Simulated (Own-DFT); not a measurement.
# Response to strain: diamond-structure SiGeSn with randomly placed atoms, 64 atoms (Ge40Si16Sn8)

These are calculations, not measurements. The program, named Own-DFT, is a retired in-house plane-wave density functional code that no person has reviewed. Each row is one single-point run on a periodic cell that was not relaxed, without spin or spin-orbit coupling.

Settings of every run: PBE; PseudoDojo norm-conserving scalar-relativistic files; cutoff 49 hartree; 3 x 3 x 3 k mesh centred on Gamma; Fermi-Dirac smearing of 0.1 eV.

Known limits: forces on such cells moved up to 12 meV/angstrom on a denser k mesh; stress not checked against mesh or cutoff.

Unstrained cell vectors in Å: (11.410, 0.000, 0.000); (0.000, 11.410, 0.000); (0.000, 0.000, 11.410). The unstrained cell has measured lattice constants (interpolated for alloys), not those of this functional. That, the random moves and any unrelaxed bonds set the pressure at no strain. Each run strains this cell uniformly, with the atoms carried along. Every atom was also moved at random, by a Gaussian of width 0.05 Å on each axis. The random placing of the alloy's atoms differs from row to row. Strain is the symmetric tensor, in per cent. Stress is positive in tension, and the pressure is minus a third of its trace.

| run | e_xx (%) | e_yy (%) | e_zz (%) | s_xx (GPa) | s_yy (GPa) | s_zz (GPa) | P (GPa) | E (meV/atom) |
|---|---|---|---|---|---|---|---|---|
| 1 | 2.50 | 2.50 | 0.00 | -0.63 | -0.82 | -2.29 | 1.25 | 2.8 |
| 2 | 2.25 | 2.25 | 0.00 | -1.41 | -1.30 | -2.64 | 1.78 | 21.4 |
| 3 | -3.00 | -3.00 | 0.00 | -10.73 | -10.86 | -8.92 | 10.17 | 81.1 |
| 4 | 1.25 | 1.25 | 0.00 | -2.57 | -2.50 | -3.31 | 2.79 | 0.0 |
| 5 | -1.25 | -1.25 | 0.00 | -7.06 | -7.16 | -6.13 | 6.78 | 31.8 |
| 6 | 1.00 | 1.00 | 0.00 | -3.24 | -3.22 | -3.90 | 3.45 | 23.9 |
| 7 | 0.75 | 0.75 | 0.00 | -3.35 | -3.46 | -3.86 | 3.56 | 7.2 |
| 8 | 1.50 | 1.50 | 0.00 | -2.41 | -2.43 | -3.23 | 2.69 | 13.0 |
| 9 | -1.50 | -1.50 | 0.00 | ? | ? | ? | ? | ? |

E is the free energy for each atom above the lowest run shown.

## Worked fit

The change of volume is close to e_xx + e_yy + e_zz. A straight line through the runs shown gives P = 5.09 - 80 x (fractional change of volume) GPa, with an error of 3 on the slope and a scatter of 0.30 GPa. The strain isn't the same on all axes, but the crystal is cubic, so the slope still estimates the bulk modulus, averaged over pressures from 1.2 to 10.2 GPa.

## Withheld run

Question: what pressure should run 9 give? Its volume changes by -2.98 %.

The line gives 7.5 GPa. The calculation gave 7.49 GPa.
